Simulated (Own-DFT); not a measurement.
Simulation results for GaN (wurtzite, strained, atoms displaced)

A calculation, not a measurement: plane-wave PBE density functional theory by an unreviewed code, no spin, of a simulated periodic cell, stress positive in tension, free energy of the whole cell less one offset for each atom, forces on such cells passed a denser k mesh, this cell's mesh not checked; offsets are fitted by least squares, one for each functional and potential file, so energies compare only between cells with the same atoms and settings and are not formation energies; the far tail of each file's local potential was reset to the Coulomb form; each entry is a single point on an unrelaxed cell, so the pressure reflects the starting lattice, mostly measured values (interpolated for alloys), from which strain is counted, and rises with the displacements; printed positions are rounded, which can move forces by about a meV/angstrom; the program, named Own-DFT, is a retired in-house code; no spin-orbit coupling. Program: Own-DFT development build.

Settings shared by all entries: functional PBE; potential files PseudoDojo norm-conserving, scalar-relativistic, standard set with the stringent files for Ga; wave cutoff 96 hartree; occupations Gaussian; smearing width 0.01 eV; k mesh 3 x 4 x 3 centred on Gamma.

(1) 
```xyz
96
Lattice="12.7560 0.0000 0.0000 -4.7835 8.2853 0.0000 0.0000 0.0000 10.4478" Properties=species:S:1:pos:R:3:force_x:R:1:force_y:R:1:force_z:R:1 formula=GaN free_energy_of_cell_above_offsets=-5.893 pressure=5.36 stress_xx=-7.03 stress_yy=-5.39 stress_zz=-3.65 stress_yz=-0.78 stress_xz=0.05 stress_xy=0.44
Ga     0.1459     1.7520    10.4355     -4.941      2.509      1.554
Ga     1.5284     0.9652     2.5977      2.105     -0.875      0.911
N      0.0258     1.8279     2.0523     -1.625      -0.02     -1.719
N      1.6177     0.9259     4.5784     -0.576        0.1     -0.059
Ga    -0.0088     1.8543     5.2084      0.433      -0.34      0.385
Ga     1.5903     0.9086     7.8390     -0.254        0.9     -0.424
N     -0.0145     1.8512     7.1829      0.153      0.147     -0.015
N      1.5806     1.0741     9.7770      3.697     -3.108     -0.984
Ga    -1.5926     4.4826    10.4275      0.603      1.383      0.591
Ga     0.0461     3.6036     2.6004      0.608       1.87      0.595
N     -1.5269     4.6224     2.0082      0.065      -0.77     -0.965
N      0.0439     3.7012     4.6488     -0.704     -0.138     -1.034
Ga    -1.5897     4.6114     5.1853     -0.116     -0.281      0.708
Ga    -0.0393     3.7314     7.8051      0.204     -1.064      0.907
N     -1.5688     4.7113     7.2061     -1.062     -2.635     -0.947
N      0.0180     3.6578     9.8334      0.437      0.098     -0.322
Ga    -3.1638     7.4040    10.4069     -0.775     -0.034       1.09
Ga    -1.5604     6.3863     2.6653     -0.313      1.701     -1.251
N     -3.2852     7.4189     2.0480      2.144     -0.419     -1.647
N     -1.6549     6.4338     4.5529      1.583     -0.066      0.499
Ga    -3.1643     7.3581     5.1828     -0.345      0.874      0.959
Ga    -1.6189     6.3965     7.8415      0.723      2.616      0.051
N     -3.1234     7.4382     7.1801      -0.63     -1.396      0.104
N     -1.6053     6.4826     9.7795      -0.24      -1.13      0.365
Ga     3.2909     1.8525    10.3829     -1.547      1.216      1.389
Ga     4.7727     0.9551     2.6265     -0.428     -0.666     -0.799
N      3.1760     1.8367     1.9566     -0.017      -0.16     -0.537
N      4.7556     0.9834     4.5230      0.263     -1.653       0.95
Ga     3.1861     1.7603     5.1995     -0.299      1.518      0.624
Ga     4.7356     0.9337     7.8681      1.696     -1.525     -0.685
N      3.2441     1.8091     7.2521     -1.363      0.428     -1.284
N      4.7489     0.8787     9.7799      0.723     -0.512      0.041
Ga     1.6842     4.6542    10.4308     -1.227     -2.237      1.457
Ga     3.2114     3.6641     2.6088      0.367      0.504     -0.151
N      1.6675     4.6223     2.0213     -0.982     -0.056     -0.652
N      3.2292     3.7320     4.5573     -1.953     -1.507      0.257
Ga     1.5912     4.6224     5.2857      0.578     -0.525     -0.651
Ga     3.2013     3.6227     7.8543     -0.575      0.832       0.13
N      1.5497     4.5706     7.2067      1.256       0.31      0.257
N      3.2366     3.7594     9.8089      0.282     -1.216     -0.279
Ga    -0.0264     7.3234    10.4170      0.737      -0.31      0.476
Ga     1.6412     6.5060     2.6093      0.067     -1.398      0.179
N      0.0582     7.3165     1.9293     -0.948      0.875      0.438
N      1.5807     6.4443     4.6090     -0.499     -0.587     -1.093
Ga     0.0133     7.3169     5.2130      -0.69      0.888      0.236
Ga     1.6531     6.4240     7.8683     -0.345      0.024     -0.259
N      0.0919     7.3339     7.1588     -1.004       0.44      0.633
N      1.6437     6.3627     9.8307     -0.772      2.457     -0.814
Ga     6.3260     1.7519    10.4277      0.823      1.053      0.506
Ga     7.9016     0.7880     2.5441      0.444      3.012      1.639
N      6.3071     1.8656     1.9773      1.002     -0.584      -0.76
N      7.9539     0.9122     4.5675     -0.237     -0.509      0.331
Ga     6.3056     1.7936     5.2857      1.525      0.517     -0.992
Ga     8.0091     0.9474     7.7976     -0.274      -0.67       -0.2
N      6.3953     1.8215     7.2280     -0.615      0.161     -0.137
N      7.9572     0.9213     9.7023     -0.164     -0.305      1.595
Ga     4.7989     4.7099     0.0089      0.041     -1.216       0.21
Ga     6.4457     3.7116     2.5936     -1.058     -0.016      0.036
N      4.7435     4.6804     1.9225      0.951     -0.507      0.836
N      6.3541     3.6848     4.5779      0.465     -0.469     -0.008
Ga     4.7317     4.4699     5.2516      1.803      2.485      0.333
Ga     6.3905     3.6472     7.8413     -0.452      0.804      0.502
N      4.7217     4.6118     7.2337      0.951     -0.345      -0.24
N      6.3737     3.6845     9.9277     -0.537     -0.625     -1.925
Ga     3.1907     7.3295     0.0255     -0.623      1.204     -0.417
Ga     4.8858     6.4817     2.6615     -1.639     -1.155      0.711
N      3.2556     7.3597     1.9380      -0.35     -1.191     -0.092
N      4.8574     6.4862     4.5945     -1.227     -0.935        0.5
Ga     3.1127     7.2465     5.2585       2.33       1.83     -0.658
Ga     4.7265     6.4573     7.8902      0.973     -0.105     -1.823
N      3.2062     7.3758     7.1593     -0.188     -0.111       0.77
N      4.7009     6.4844     9.7591      1.051     -0.206      0.585
Ga     9.5305     1.8676     0.0238      0.132     -1.307       0.38
Ga    11.1330     0.8912     2.6110      0.054      0.369     -0.116
N      9.5463     1.7943     1.9998     -0.192      0.944     -0.379
N     11.1914     0.8919     4.5482     -0.093      0.937      0.452
Ga     9.6161     1.8122     5.2414     -1.028      -0.24     -0.806
Ga    11.1513     0.9055     7.7993      1.082     -0.371      1.192
N      9.6237     1.8010     7.2055     -0.763       1.19     -0.601
N     11.1110     0.9470     9.8123      1.025       -0.6      0.001
Ga     7.9652     4.5415    10.4326      0.401      0.856      0.152
Ga     9.6708     3.7544     2.6292     -1.851     -1.391      -0.28
N      7.9802     4.6155     1.8774      0.946      0.329        1.8
N      9.5509     3.6697     4.5829      0.976     -0.129     -0.074
Ga     7.9911     4.5502     5.2138     -0.834      1.115     -0.724
Ga     9.5525     3.6793     7.8627      0.423      0.021     -0.782
N      7.9720     4.5963     7.1013      0.193     -0.334      1.983
N      9.5744     3.6358     9.8111     -0.387       0.81     -0.494
Ga     6.2914     7.3350    10.4163      1.069      1.008      0.681
Ga     7.9809     6.4944     2.6658      -0.71     -0.986       0.08
N      6.3552     7.3591     2.0271      1.287      0.403     -1.721
N      8.0259     6.5081     4.6460     -1.216     -1.282     -0.646
Ga     6.3713     7.4304     5.3103      0.439     -1.296     -1.184
Ga     7.9884     6.4086     7.8830      0.316      0.502     -0.956
N      6.4446     7.3400     7.1731     -0.958       0.02      1.601
N      7.9504     6.4229     9.8189      0.198      0.252     -0.081
```

Units: free_energy_of_cell_above_offsets in eV; pressure, stress_xx, stress_yy, stress_zz, stress_yz, stress_xz, stress_xy in GPa; force_x, force_y, force_z in eV/Å.

(2) 
```xyz
96
Lattice="12.7560 0.0000 0.0000 -4.7835 8.2853 0.0000 0.0000 0.0000 10.4478" Properties=species:S:1:pos:R:3:force_x:R:1:force_y:R:1:force_z:R:1 formula=GaN free_energy_of_cell_above_offsets=-4.646 pressure=5.61 stress_xx=-7.53 stress_yy=-4.85 stress_zz=-4.44 stress_yz=-0.31 stress_xz=-0.21 stress_xy=0.41
Ga     0.0357     1.7431    10.4381     -0.585      1.503      0.788
Ga     1.6267     0.8399     2.5834     -0.363      1.215     -0.454
N      0.0155     1.9625     1.9535      0.154     -2.731     -0.068
N      1.6077     0.9661     4.5389      0.797     -0.855      0.399
Ga     0.0036     1.8190     5.1313      0.165      1.109      1.085
Ga     1.6452     0.9600     7.8717     -0.481     -0.457     -0.248
N      0.0562     1.8151     7.1930     -0.868     -0.062     -0.255
N      1.6101     0.9382     9.7971      0.149     -0.978      0.052
Ga    -1.5577     4.6430     0.0373     -0.007     -0.558     -1.462
Ga    -0.0451     3.6797     2.6470      0.242      1.232     -0.272
N     -1.6654     4.6065     1.8812      0.757     -0.158      2.106
N     -0.0498     3.7059     4.5931      0.376      0.672      0.512
Ga    -1.6897     4.6717     5.2866      0.701     -1.783     -0.809
Ga    -0.0178     3.6395     7.7981      0.663      0.522      0.779
N     -1.6426     4.5619     7.2100      0.246      0.262      0.073
N      0.0446     3.6853     9.8961     -1.383     -0.953     -1.964
Ga    -3.1354     7.2993    10.3708     -1.825      1.195      0.982
Ga    -1.5450     6.3995     2.5689     -1.632     -0.285      0.166
N     -3.1752     7.3129     1.9222     -0.016      0.184       0.07
N     -1.6290     6.4348     4.5641      0.263      0.309     -0.479
Ga    -3.1932     7.3407     5.2348     -0.358       0.94      0.025
Ga    -1.5934     6.4071     7.7738      0.337      0.623      0.918
N     -3.2497     7.3714     7.2568      2.354      0.593     -1.534
N     -1.6339     6.4600     9.8039      2.081     -0.719      -1.02
Ga     3.2138     1.7970     0.0016     -0.725      1.541      0.244
Ga     4.7533     0.8592     2.6967     -0.073      1.019     -2.761
N      3.2067     1.8570     1.9299       0.09      -0.56      1.182
N      4.8841     0.8969     4.5096     -2.246     -0.249      1.894
Ga     3.2327     1.8847     5.2316     -0.342      0.112      -0.22
Ga     4.8155     0.8690     7.7707     -0.896     -0.306      0.924
N      3.1966     1.8331     7.2152      0.597     -0.005     -0.796
N      4.6952     0.9107     9.7794      2.117     -0.568     -0.375
Ga     1.5740     4.5911    10.4440      0.936      0.313      0.818
Ga     3.1266     3.7014     2.6618      0.224      0.094     -1.088
N      1.5460     4.6196     1.9740      0.172      0.676      0.568
N      3.2592     3.8076     4.5812     -0.571     -1.857      0.177
Ga     1.6425     4.6461     5.2555     -0.697     -0.345     -1.264
Ga     3.2271     3.7142     7.8168     -0.707     -0.905      1.594
N      1.6878     4.6241     7.1318     -1.546     -1.292      0.893
N      3.2056     3.7075     9.8983      -0.84     -1.052     -1.513
Ga     0.0038     7.3936     0.0881      0.232      -0.55     -2.546
Ga     1.5879     6.5582     2.6005      1.069     -1.878       0.08
N     -0.0178     7.3128     1.9370      0.023      1.038      1.449
N      1.7251     6.4887     4.5842     -4.825     -2.015     -1.623
Ga    -0.0387     7.3276     5.1024      1.265     -0.049      1.258
Ga     1.5712     6.3623     7.8081       1.34       1.21      1.105
N      0.0782     7.3017     7.1061     -1.504      0.404     -0.178
N      1.6098     6.4177     9.8017     -0.659      0.628      0.115
Ga     6.4159     1.7893     0.0024     -1.042      0.736      0.275
Ga     8.0081     0.9892     2.5697     -0.041     -0.959      0.428
N      6.3656     1.8203     2.0500     -0.456     -0.133     -1.454
N      7.8945     0.9237     4.5138      1.455     -0.204      0.693
Ga     6.3744     1.7728     5.1769      0.715      1.867      0.388
Ga     7.8887     0.9881     7.7871      1.736     -2.082      0.435
N      6.3384     1.7955     7.1488      0.078      1.005     -0.345
N      7.9693     0.8947     9.7704      0.457      0.656       0.18
Ga     4.7614     4.5897    10.4243     -0.253      0.395      0.862
Ga     6.3159     3.6446     2.6273       0.86      1.027     -0.117
N      4.7592     4.6520     1.9630      0.056     -2.674     -0.521
N      6.4973     3.7382     4.5908     -2.634     -1.685     -0.343
Ga     4.8467     4.5912     5.2795      0.476      1.475      0.051
Ga     6.4454     3.6592     7.8430     -1.713      0.421     -0.294
N      4.7369     4.5432     7.2382      2.588      1.246      -0.48
N      6.3050     3.7631     9.7751      1.757     -1.811      0.102
Ga     3.2322     7.3310     0.0458     -0.921       0.42     -0.097
Ga     4.7731     6.3094     2.6466      0.292      3.381      0.864
N      3.1984     7.4071     2.0102      0.234     -0.248      -0.57
N      4.8034     6.5011     4.5956       0.38     -0.337      0.272
Ga     3.0800     7.3588     5.1960      4.965      1.798      1.952
Ga     4.8224     6.5714     7.9187      0.217     -2.128     -0.324
N      3.2632     7.2855     7.2776     -2.133      1.838     -1.427
N      4.7406     6.4071     9.8695      1.509      0.755     -0.735
Ga     9.6243     1.9088    10.4072     -1.023     -1.253      1.333
Ga    11.1910     0.9112     2.6274      0.559     -0.296     -0.633
N      9.6322     1.7836     2.0258     -0.567      1.486     -1.205
N     11.1804     0.9898     4.5461     -0.471     -0.979      0.578
Ga     9.5171     1.8584     5.1912      0.283     -0.838     -0.672
Ga    11.1570     0.9412     7.8926      0.154      -0.52      -0.71
N      9.5700     1.8375     7.0929     -0.206     -0.135      1.689
N     11.1116     0.8228     9.9260       0.87      1.852     -2.167
Ga     7.9558     4.5781    10.4316      0.022      0.362      0.561
Ga     9.5508     3.6897     2.6220      0.086     -0.433      0.015
N      8.0155     4.5858     1.9548     -1.411      0.256     -0.141
N      9.4909     3.6798     4.5974       1.51      0.269     -0.516
Ga     7.9764     4.5356     5.2904      0.366      1.527     -1.422
Ga     9.4609     3.6846     7.8047       2.64     -1.382      1.248
N      8.0346     4.5420     7.1340     -1.935      1.448      1.254
N      9.5942     3.6872     9.8229     -0.298      0.503     -1.072
Ga     6.4418     7.3377    10.4079     -1.162     -1.403      1.112
Ga     7.9049     6.4900     2.6231      1.332     -1.322     -0.064
N      6.4256     7.3551     1.9109     -1.046      0.214      0.405
N      7.9897     6.4157     4.5863      0.535      0.074      0.051
Ga     6.5307     7.4156     5.3004      -2.21     -0.096     -2.621
Ga     8.0508     6.4506     7.8307     -2.027     -0.973     -0.403
N      6.4080     7.2707     7.0972      0.461      1.165      3.127
N      7.9554     6.4386     9.7015      0.753     -0.509       1.13
```

Units: free_energy_of_cell_above_offsets in eV; pressure, stress_xx, stress_yy, stress_zz, stress_yz, stress_xz, stress_xy in GPa; force_x, force_y, force_z in eV/Å.
